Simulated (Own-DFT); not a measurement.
# Strain and stress in wurtzite GaN, 72 atoms (Ga36N36)

Calculated results; nothing here was measured. The program, named Own-DFT, is a retired in-house plane-wave density functional code that no person has reviewed. Each row is one single-point run on a periodic cell that was not relaxed, without spin or spin-orbit coupling.

Settings of every run: PBE; PseudoDojo norm-conserving scalar-relativistic files (stringent for Ga); cutoff 96 hartree; 4 x 4 x 3 k mesh centred on Gamma; Gaussian smearing of 0.01 eV.

Known limits: forces not confirmed at this smearing and k mesh; stress not checked against mesh or cutoff.

Unstrained cell vectors in Å: (9.567, 0.000, 0.000); (-4.784, 8.285, 0.000); (0.000, 0.000, 10.370). The unstrained cell has measured lattice constants (interpolated for alloys), not those of this functional. That, the random moves and any unrelaxed bonds set the pressure at no strain. Each run strains this cell uniformly, with the atoms carried along. Every atom was also moved at random, by a Gaussian of width 0.05 Å on each axis. Strain is the symmetric tensor, in per cent. Stress is positive in tension, and the pressure is minus a third of its trace.

```
run  e_xx (%)  e_yy (%)  e_zz (%)  e_yz (%)  e_xz (%)  e_xy (%)  s_xx (GPa)  s_yy (GPa)  s_zz (GPa)  s_yz (GPa)  s_xz (GPa)  s_xy (GPa)  P (GPa)  E (meV/atom)
  1     -1.70     -1.91      1.46     -1.36     -0.95      1.41      -17.92      -16.00       -3.53       -2.55       -3.19        5.49    12.48          41.8
  2      1.92      1.58      1.67     -0.72      1.78      1.16        2.17        2.31        1.91       -1.11        3.21        2.61    -2.13           0.0
  3     -1.61      1.46      0.73     -0.33      0.07     -0.83      -12.03       -2.05       -4.04       -0.19        0.74       -1.67     6.04          10.2
  4      1.36     -0.84     -0.43      0.24      1.71      1.83       -2.62      -10.09       -8.84        0.19        3.55        4.97     7.18          27.3
  5      0.78      0.90      0.94      1.41     -0.65      1.14       -2.25       -2.70       -1.63        2.55       -0.83        2.24     2.19           4.5
  6      0.48     -0.83     -1.18     -1.18     -0.32     -1.36       -7.28       -9.54      -12.75       -2.20       -1.03       -5.62     9.86           6.5
  7      1.62      1.42     -1.90     -1.40     -1.50      0.46        0.68       -0.41      -18.06       -3.02       -2.52        1.52     5.93          30.8
  8      1.21      0.82     -1.75     -0.78     -1.60      0.61       -3.02       -3.32      -13.90       -1.38       -2.93        3.43     6.75          17.0
  9     -0.48      1.05      1.18      1.97      1.97      1.85       -8.40       -2.82       -1.83        3.37        4.09        6.38     4.35          27.0
 10     -1.34     -0.94      0.44     -0.53      1.68     -1.25      -14.97      -10.42       -8.20       -0.36        4.14       -3.87    11.20          30.2
 11      0.79     -0.64     -0.68     -0.50     -0.91     -0.76       -5.56       -8.41      -12.14       -1.67       -0.66       -3.24     8.70          31.2
 12     -0.47     -1.13     -0.82      1.19     -0.17      0.10      -10.61      -14.15      -14.29        1.56       -1.04        1.62    13.01          52.9
 13      0.13     -1.81     -0.09     -0.70      1.41     -0.96       -7.75      -13.98      -11.05       -2.11        3.09       -2.91    10.93          24.5
 14      0.15      1.86     -1.27     -0.13     -0.78     -0.21       -5.73       -0.34      -12.02       -0.54       -2.35       -1.20     6.03          19.1
 15      0.77      1.04      1.97     -1.30     -0.24     -1.22           ?           ?           ?           ?           ?           ?        ?             ?
```

E is the free energy for each atom above the lowest run shown.

## Worked fit

Each stress component was fitted by least squares to a constant and the strains of the runs shown, as fractions, with shears doubled. Shear strains stay in the fit of a normal stress only where such slopes are resolved. The slopes, in GPa:

| stress | at no strain | per e_xx | per e_yy | per e_zz | scatter |
|---|---|---|---|---|---|
| s_xx | -7.7 | 432 ± 23 | 108 ± 19 | 26 ± 22 | 0.86 |
| s_yy | -7.0 | 94 ± 24 | 404 ± 20 | 49 ± 22 | 0.89 |
| s_zz | -8.2 | 57 ± 36 | 83 ± 29 | 490 ± 34 | 1.33 |

Each shear stress against twice its own strain: yz 83 ± 7, xz 101 ± 11, xy 182 ± 15 GPa. These are stiffnesses along x, y and z of the frame in which the cell vectors are given, which need not be the crystal's axes. The atoms are held to the strained lattice; where symmetry lets them move under strain, relaxing them would lower some slopes. The table should be nearly symmetric about its diagonal, and what it lacks of that shows the noise. A ninth of its sum, 194 ± 6 GPa, estimates the bulk modulus near the mean pressure of these runs, 7.3 GPa, so it lies above the value at zero pressure.

## Withheld run

Question: what normal stresses and pressure should run 15 give?

The fit gives s_xx = -2.8, s_yy = -1.1, s_zz = 2.8 and P = 0.4 GPa. The calculation gave -2.89, -0.95, 3.11 and P = 0.24 GPa.
